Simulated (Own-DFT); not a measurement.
# Response to strain: grey tin, 32 atoms (Sn32)

All numbers below are calculated, not measured. The program, named Own-DFT, is a retired in-house plane-wave density functional code that no person has reviewed. Each row is one single-point run on a periodic cell that was not relaxed, without spin or spin-orbit coupling.

Settings of every run: PBE; PseudoDojo norm-conserving scalar-relativistic files; cutoff 42 hartree; 3 x 3 x 5 k mesh centred on Gamma; cold (Marzari-Vanderbilt) smearing of 0.2 eV.

Known limits: forces on such cells failed a check on a denser k mesh; stress not checked against mesh or cutoff.

Unstrained cell vectors in Å: (12.978, 0.000, 0.000); (0.000, 12.978, 0.000); (0.000, 0.000, 6.489). The unstrained cell has measured lattice constants (interpolated for alloys), not those of this functional. That, the random moves and any unrelaxed bonds set the pressure at no strain. Each run strains this cell uniformly, with the atoms carried along. Every atom was also moved at random, by a Gaussian of width 0.05 Å on each axis. Strain is the symmetric tensor, in per cent. Stress is positive in tension, and the pressure is minus a third of its trace.

| run | e_xx (%) | e_yy (%) | e_zz (%) | e_yz (%) | e_xz (%) | e_xy (%) | s_xx (GPa) | s_yy (GPa) | s_zz (GPa) | s_yz (GPa) | s_xz (GPa) | s_xy (GPa) | P (GPa) | E (meV/atom) |
|---|---|---|---|---|---|---|---|---|---|---|---|---|---|---|
| 1 | 1.10 | 1.73 | 1.46 | -0.95 | -1.01 | 0.98 | -1.73 | -1.47 | -1.61 | -1.18 | -0.94 | 0.64 | 1.60 | 0.0 |
| 2 | 0.16 | -0.16 | 1.06 | 1.40 | 1.16 | 1.55 | -3.28 | -3.43 | -3.07 | 1.18 | 1.17 | 2.52 | 3.26 | 29.6 |
| 3 | -0.56 | 1.22 | -1.90 | -0.56 | -0.55 | -1.74 | -4.50 | -3.98 | -4.88 | -0.76 | -0.35 | -1.77 | 4.45 | 53.3 |
| 4 | 0.78 | -0.34 | 1.28 | -1.11 | 1.51 | -1.61 | -2.89 | -3.12 | -2.68 | -0.84 | 1.06 | -1.96 | 2.90 | 24.7 |
| 5 | 0.09 | 0.84 | -0.31 | -0.89 | -1.85 | 1.99 | -3.46 | -3.25 | -3.54 | -0.93 | -1.33 | 1.59 | 3.42 | 33.6 |
| 6 | -0.07 | 0.88 | 0.26 | 1.87 | -1.35 | -1.29 | -3.55 | -3.17 | -3.49 | 2.72 | -0.53 | -1.57 | 3.40 | 47.4 |
| 7 | 0.75 | 1.61 | 1.45 | 0.21 | -0.05 | 0.11 | -1.98 | -1.70 | -1.64 | 0.58 | -0.06 | -0.34 | 1.77 | 1.4 |
| 8 | 0.88 | 1.46 | 0.80 | -1.53 | 1.18 | 1.46 | -2.35 | -2.14 | -2.37 | -2.11 | 1.13 | 1.24 | 2.29 | 22.2 |
| 9 | -1.18 | 1.23 | 1.45 | 1.54 | -0.44 | 0.91 | -3.20 | -2.60 | -2.50 | 1.10 | -0.13 | 0.67 | 2.76 | 7.5 |
| 10 | -0.79 | 0.87 | 0.80 | 0.82 | 1.84 | 0.29 | -3.55 | -3.07 | -3.14 | 1.29 | 1.47 | 0.77 | 3.25 | 26.6 |
| 11 | 1.29 | -0.82 | -0.37 | 0.74 | 1.87 | -1.28 | -3.47 | -3.87 | -3.91 | 0.72 | 2.33 | -1.13 | 3.75 | 40.4 |
| 12 | -0.13 | -0.85 | -0.10 | 1.07 | 0.53 | 1.51 | -4.15 | -4.45 | -4.15 | 1.05 | 0.39 | 1.62 | 4.25 | 38.2 |
| 13 | 0.56 | 1.31 | 0.69 | 1.61 | -1.60 | -0.19 | -2.66 | -2.48 | -2.73 | 2.12 | -1.63 | -0.40 | 2.62 | 31.1 |
| 14 | -1.94 | 0.45 | -0.40 | -1.21 | 0.82 | 0.01 | -5.06 | -4.51 | -4.68 | -0.67 | 0.47 | 0.81 | 4.75 | 54.0 |
| 15 | 0.37 | 1.28 | -0.33 | -0.99 | -0.24 | 0.19 | ? | ? | ? | ? | ? | ? | ? | ? |

E is the free energy for each atom above the lowest run shown.

## Worked fit

Each stress component was fitted by least squares to a constant and the strains of the runs shown, as fractions, with shears doubled. Shear strains stay in the fit of a normal stress only where such slopes are resolved. The slopes, in GPa:

| stress | at no strain | per e_xx | per e_yy | per e_zz | scatter |
|---|---|---|---|---|---|
| s_xx | -3.8 | 60 ± 3 | 39 ± 3 | 47 ± 3 | 0.10 |
| s_yy | -3.8 | 39 ± 3 | 67 ± 3 | 45 ± 3 | 0.10 |
| s_zz | -3.8 | 35 ± 4 | 39 ± 4 | 75 ± 4 | 0.13 |

Each shear stress against twice its own strain: yz 52 ± 6, xz 44 ± 5, xy 55 ± 4 GPa. These are stiffnesses along x, y and z of the frame in which the cell vectors are given, which need not be the crystal's axes. The atoms are held to the strained lattice; where symmetry lets them move under strain, relaxing them would lower some slopes. The table should be nearly symmetric about its diagonal, and what it lacks of that shows the noise. A ninth of its sum, 50 ± 2 GPa, estimates the bulk modulus near the mean pressure of these runs, 3.2 GPa, so it lies above the value at zero pressure.

## Withheld run

Question: what normal stresses and pressure should run 15 give?

The fit gives s_xx = -3.2, s_yy = -2.9, s_zz = -3.4 and P = 3.2 GPa. The calculation gave -3.04, -2.74, -3.27 and P = 3.02 GPa.
